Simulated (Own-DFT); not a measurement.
## Calculated data, Hf31O64 (monoclinic hafnia with one vacancy, atoms displaced)

All values are calculated (Own-DFT development build). A calculation, not a measurement: plane-wave density functional theory by an unreviewed code, no spin, of a simulated periodic cell, stress positive in tension, run twice, with PBE and with PBEsol, both on files made for PBE, so the change isn't that of files made for PBEsol, defect cell not probed for a lower state with spin; a neutral cation vacancy leaves holes that likely carry spin, which this run leaves out; hafnium file: forces about 75 meV/angstrom off all-electron values; oxygen file: force components 24 meV/angstrom off all-electron in one glass; forces on such cells passed a denser k mesh, this cell's mesh not checked; the far tail of each file's local potential was reset to the Coulomb form; each entry is a single point on an unrelaxed cell, so the pressure reflects the starting lattice, mostly measured values (interpolated for alloys), from which strain is counted, and rises with the displacements; printed positions are rounded, which can move forces by about a meV/angstrom; the program, named Own-DFT, is a retired in-house code; no spin-orbit coupling; stress was not checked against mesh or cutoff.

```xyz
95
Lattice="10.2340 0.0000 0.0000 0.0000 10.3500 0.0000 -1.6955 0.0000 10.4453" Properties=species:S:1:pos:R:3:PBE_force_x:R:1:PBE_force_y:R:1:PBE_force_z:R:1:PBEsol_force_x:R:1:PBEsol_force_y:R:1:PBEsol_force_z:R:1 formula=Hf31O64 functional=PBE,then_PBEsol potential_files=PseudoDojo_norm-conserving,scalar-relativistic,standard_set wave_cutoff=72 occupations=Fermi-Dirac smearing_width=0.1 k_mesh=2_x_2_x_2_centred_on_Gamma PBE_pressure=5.5 PBE_stress_xx=-6.01 PBE_stress_yy=-5.39 PBE_stress_zz=-5.12 PBE_stress_yz=0 PBE_stress_xz=-0.01 PBE_stress_xy=0.62 PBEsol_pressure=-0.83 PBEsol_stress_xx=0.35 PBEsol_stress_yy=0.89 PBEsol_stress_zz=1.25 PBEsol_stress_yz=0.01 PBEsol_stress_xz=0.32 PBEsol_stress_xy=0.62 rms_change_of_force_components_from_PBE_to_PBEsol=0.053
Hf     1.2540     0.1648     1.0255      -0.51       1.14      0.452     -0.491      1.165      0.416
Hf     3.4710     2.8489     1.5051     -0.048     -0.983     -0.007      -0.03     -0.913      0.021
Hf     3.0015     4.9562     4.1244     -0.914      0.372      1.305     -0.922      0.295      1.276
Hf     0.9186     2.2923     3.6277     -2.533      1.176      1.048     -2.457      1.082      1.029
O      0.0316     1.6392     1.7432      0.154      0.776      0.606      0.168      0.767      0.627
O      4.6177     4.2781     0.8242      0.669      1.263     -0.466      0.626      1.238     -0.503
O      4.1369     3.4432     3.4915      0.337     -0.126     -0.293      0.317     -0.113     -0.333
O     -0.2149     0.8299     4.3864      0.059      0.241     -0.096      0.244      0.301      0.002
O      1.8894     3.9481     2.5795      0.077       -0.2     -1.013       0.15     -0.187     -0.986
O      2.8355     1.3019     0.0438      0.034       0.68       0.99     -0.029      0.646      0.956
O      2.3514     1.2485     2.6343      1.028     -0.385      0.254      0.922     -0.374      0.258
O      1.4582     3.8565     5.0815      0.332      -0.24       0.62        0.4     -0.225       0.59
Hf     0.3387     0.2564     6.3034     -1.055     -0.934     -0.732     -1.026     -0.879     -0.771
Hf     2.6458     2.8007     6.7827     -0.986     -1.016     -0.958     -0.953     -0.935     -0.886
Hf     2.2805     4.9750     9.2919     -2.097      0.314      1.495     -2.049      0.268      1.504
Hf     0.0082     2.3922     8.8749     -0.845     -0.012      1.504     -0.814     -0.055      1.442
O     -0.8297     1.7895     7.0253       0.78     -0.736      -0.21      0.762     -0.696     -0.145
O      3.7920     4.2378     6.0549      0.225       0.57     -0.019      0.211      0.566     -0.049
O      3.2958     3.3678     8.6551      0.379      0.473      0.466      0.366      0.461      0.385
O     -1.2229     0.8907     9.6937     -0.126     -0.222     -0.739     -0.122      -0.25     -0.664
O      1.0683     3.9525     7.7624       0.17     -0.071     -0.176      0.224     -0.079     -0.173
O      1.8904     1.3169     5.3288      1.481      0.363      0.053      1.361      0.348      0.034
O      1.4476     1.2972     7.9797      1.252     -1.006      -1.01      1.151     -0.947     -0.985
O      0.5578     3.8598    10.3787      0.657     -0.297     -0.254      0.692     -0.283     -0.238
Hf     1.3037     5.3688     1.1626      -0.32       -0.1     -1.528     -0.278      -0.05     -1.519
Hf     3.4688     8.0319     1.5794     -0.839     -1.731     -1.076     -0.834     -1.649     -1.028
Hf     3.0070    10.0679     4.0563      0.207      1.697      2.217      0.186      1.593      2.189
Hf     0.7955     7.5377     3.6076      0.108      1.127       3.97       0.06      1.054      3.856
O      0.1491     6.8906     1.8927     -1.287     -0.547     -2.321     -1.235     -0.516       -2.2
O      4.5850     9.4565     0.7341       1.14     -0.185       1.94      1.088     -0.159      1.829
O      4.1661     8.5556     3.4601      0.539     -0.304     -0.369      0.493     -0.301     -0.428
O     -0.3201     6.0842     4.3994     -1.234       -0.9      0.097     -1.187      -0.88      0.129
O      1.9149     9.1569     2.5536      0.062     -0.904     -1.141      0.146     -0.886     -1.109
O      2.9012     6.4968     0.1418     -0.213      0.352      0.169     -0.272      0.335      0.179
O      2.3971     6.4215     2.7266      0.971      0.012     -0.319      0.876     -0.002      -0.32
O      1.3913     9.0138     5.1393      0.962      0.514     -0.435      1.018      0.513     -0.417
Hf     0.3768     5.3626     6.4038      0.525      0.538     -2.622       0.51      0.575     -2.591
Hf     2.6026     8.0934     6.7269     -1.319     -2.094     -0.794     -1.331     -2.005     -0.752
Hf     2.2159    10.1125     9.4496     -1.921      1.324     -2.728      -1.87      1.253     -2.615
Hf    -0.0346     7.5397     8.8855      0.433     -0.148       0.63      0.437     -0.167      0.574
O     -0.7727     6.8891     6.9490      0.264       0.01      1.085      0.269      0.013      1.107
O      3.7535     9.4890     5.9910      0.671      0.642     -0.148       0.64      0.629      -0.19
O      3.2877     8.6608     8.6283      1.557     -0.881      0.041      1.516     -0.876     -0.008
O     -1.1295     5.9941     9.7272     -0.298      0.572     -0.873     -0.285      0.534     -0.801
O      1.0352     9.0277     7.7021     -0.558      1.382      0.387     -0.472      1.312      0.369
O      1.9517     6.5701     5.3404       0.59     -0.726     -0.089      0.516     -0.706     -0.083
O      1.5358     6.5249     7.8849      0.266      -1.56      1.183      0.186     -1.518      1.153
O      0.6066     9.0226    10.3534     -0.207     -0.723      0.057     -0.141     -0.682      0.069
Hf     6.3154     0.2194     1.0251      1.853      0.899      2.837      1.843      0.918      2.734
Hf     8.5808     2.7875     1.5281     -0.584     -0.228      0.903     -0.605      -0.19      0.891
Hf     8.0641     4.9950     4.0956      2.477     -0.176      1.434      2.418      -0.25      1.421
Hf     5.9294     2.4814     3.7970      0.859     -3.295     -0.657      0.866     -3.252     -0.671
O      5.1887     1.8125     1.8341      0.056     -0.788     -0.553      0.041     -0.738       -0.5
O      9.6843     4.2937     0.7527      1.539      0.408      1.268      1.481      0.411      1.171
O      9.3224     3.5491     3.4586       0.84     -0.769     -0.599      0.778      -0.74      -0.63
O      4.7855     0.8350     4.4043      -0.88      0.033      0.026     -0.855       0.02      0.085
O      7.0232     3.8903     2.6031     -0.776       1.32     -0.619     -0.695      1.283     -0.567
O      7.8764     1.4381     0.1117      0.059     -1.482      -0.47     -0.003     -1.447     -0.463
O      7.4815     1.2590     2.7298     -0.882      1.014     -0.843     -0.976      1.099     -0.925
O      6.6204     3.8785     5.1809       -0.6      0.613     -0.129     -0.529      0.604     -0.139
Hf     5.5065     0.1678     6.2995      1.963      0.296     -1.394      1.928      0.324     -1.387
Hf     7.6798     2.7713     6.7645      0.574      0.076     -0.593      0.555      0.097     -0.576
Hf     7.3515     4.9378     9.3856     -0.689      0.333     -0.234     -0.674      0.258     -0.178
Hf     5.0684     2.3803     8.9004       1.32      0.258      1.956      1.285      0.185      1.884
O      4.3682     1.6978     7.1684     -0.847     -0.375     -2.035     -0.821     -0.324     -1.917
O      8.9263     4.3187     6.0430     -0.611     -0.131      0.023     -0.596     -0.108     -0.014
O      8.5103     3.4022     8.6566     -1.033      1.015      0.131      -1.01      0.977      0.084
O      3.9215     0.8192     9.6077     -0.013      0.263      0.197     -0.015      0.238      0.255
O      6.1408     4.0020     7.7655     -0.082     -1.406      0.439     -0.027     -1.373      0.416
O      7.0879     1.3856     5.3533      -1.45      0.582       0.78     -1.551       0.66      0.838
O      6.6852     1.2210     7.9814     -0.228      0.268      0.046     -0.279      0.274      0.053
O      5.7069     3.8511    10.4076     -0.153      0.268      -0.78     -0.064      0.255     -0.765
Hf     6.3418     5.5285     1.1313      1.882     -4.499     -2.289      1.871     -4.333     -2.262
Hf     8.6184     7.9797     1.6212     -0.788      1.635      0.246     -0.777      1.642        0.3
Hf     5.8791     7.4019     3.7036      2.463       4.32      1.449      2.406      4.169       1.39
O      5.2579     6.8877     1.8014     -3.057      2.424      0.412     -2.968      2.364      0.461
O      9.7702     9.4113     0.8394      0.569      0.481     -0.609      0.554      0.498     -0.643
O      9.3318     8.6329     3.4768      0.401     -0.761     -0.588      0.485     -0.898     -0.714
O      4.8146     5.9898     4.4196     -0.955     -1.146      0.169     -0.916     -1.113      0.203
O      7.0525     9.1716     2.5661     -1.066     -0.882     -1.512     -1.003     -0.919     -1.585
O      7.9173     6.4862     0.1451      0.113      0.755     -0.736      0.029      0.714      -0.69
O      7.4787     6.5042     2.6096      0.323     -1.387       2.13      0.235     -1.361      2.067
O      6.6152     8.9110     5.1923     -1.679      0.202     -0.129     -1.649      0.131     -0.043
Hf     5.4791     5.3496     6.3647      1.177      1.098     -0.113      1.176      1.116     -0.115
Hf     7.7867     7.9637     6.7247     -1.071      1.297     -0.576     -1.071      1.313     -0.559
Hf     7.3166    10.1370     9.4054     -0.142     -0.207     -0.379     -0.137     -0.238     -0.349
Hf     5.0121     7.5680     8.8644      1.726      0.017      0.251      1.677     -0.032      0.178
O      4.3485     6.8614     7.0568      -1.14      0.591     -0.253     -1.082      0.593     -0.178
O      8.8722     9.5130     6.0334      0.592     -0.068      0.977      0.626     -0.106      1.016
O      8.4869     8.5863     8.6562     -0.173      0.563      0.304     -0.162      0.536      0.247
O      3.8999     6.0202     9.6220      0.701      0.653      0.095      0.675      0.628      0.138
O      6.1585     9.0578     7.7185     -0.407       0.26       0.68     -0.351      0.244      0.659
O      7.1253     6.5797     5.3876     -0.663     -2.201     -1.885     -0.701     -2.151     -1.836
O      6.6507     6.4297     7.8423      0.065     -0.123      1.714     -0.013      -0.12      1.646
O      5.7250     9.0726    10.3964     -0.197     -0.525     -0.643     -0.138     -0.475     -0.628
```

Units: wave_cutoff in hartree; smearing_width in eV; PBE_pressure, PBE_stress_xx, PBE_stress_yy, PBE_stress_zz, PBE_stress_yz, PBE_stress_xz, PBE_stress_xy, PBEsol_pressure, PBEsol_stress_xx, PBEsol_stress_yy, PBEsol_stress_zz, PBEsol_stress_yz, PBEsol_stress_xz, PBEsol_stress_xy in GPa; rms_change_of_force_components_from_PBE_to_PBEsol, PBE_force_x, PBE_force_y, PBE_force_z, PBEsol_force_x, PBEsol_force_y, PBEsol_force_z in eV/Å.
